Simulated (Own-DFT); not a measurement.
# A pressure from energies alone: monoclinic HfO2, 94 atoms (Hf32O62), with two O vacancies

All values are computed. Each geometry was run twice at fixed positions with Own-DFT, a retired in-house plane-wave program that no person has reviewed: with PBE, and with HSE06 (exact exchange share 0.25 at short range, screening 0.11 per bohr, Gygi-Baldereschi treatment of its divergence). Both used PseudoDojo norm-conserving files made for PBE, a cutoff of 48 hartree, the Gamma point alone, fixed occupations, a neutral cell and no spin. With Gamma alone and a thickness of 10.1 Å, finite-size errors remain in every number. The hafnium file keeps the 4f electrons in the core, and its forces lie about 75 meV/Å off all-electron values. The oxygen file's force components were 24 meV/Å off all-electron values in a glass.

Unstrained cell vectors in Å: (10.234, 0.000, 0.000); (0.000, 10.350, 0.000); (-1.696, 0.000, 10.445), volume V0 = 1106.4 Å³, from measured lattice constants. Each geometry has its own random strain of a few per cent, its own defect sites and random moves of rms u per axis. HSE06 gave the energy alone. D is its energy less that of PBE, over the lowest D shown. The PBE stress wasn't checked against mesh or cutoff.

```
run,V - V0 (Å³),u (Å),P with PBE (GPa),D (eV)
1,5.4,0.0314,2.13,1.207
2,-14.0,0.0297,6.88,0.696
3,46.0,0.0308,-4.35,2.033
4,-18.1,0.0512,10.65,0.670
5,-31.9,0.0507,12.89,0.298
6,-3.7,0.0299,4.78,0.816
7,11.5,0.0303,1.35,1.223
8,46.8,0.0286,-5.17,2.086
9,-6.6,0.0474,7.40,0.944
10,-43.0,0.0298,14.34,0.000
11,-28.4,0.0306,11.57,0.317
12,-3.5,0.0325,5.58,0.901
13,-11.4,0.0486,8.69,0.794
14,40.8,0.0304,-3.99,?
```

## What the rows give

D = 0.94 + 0.0233 (V - V0) + 55 u² eV, with an error of 0.0005 on the volume slope, 20 on the last term and a scatter of 0.05 eV. Pressure is -dE/dV, and 1 eV/Å³ is 160.2 GPa, so HSE06 changes the pressure by -3.7 ± 0.1 GPa. With the ions held to the strained lattice, the PBE pressure falls by 236 ± 9 GPa per unit of volume strain; the shape of the strain isn't fitted, so the true error is larger, and a relaxed crystal would be softer. On that slope HSE06's volume at a given pressure is about 1.6 % smaller, or 0.5 % in lengths. At u = 0 and V0 the PBE pressure is 3.5 GPa, which puts the zero-pressure volume, against the measured cell and with the defects in, at +1.5 % for PBE and -0.1 % for HSE06, each good to a few tenths of a per cent.

## Check

Asked: what D should run 14 give?

The fitted form gives 1.94 eV, with rows scattering by 0.05. DFT gave 1.902 eV.
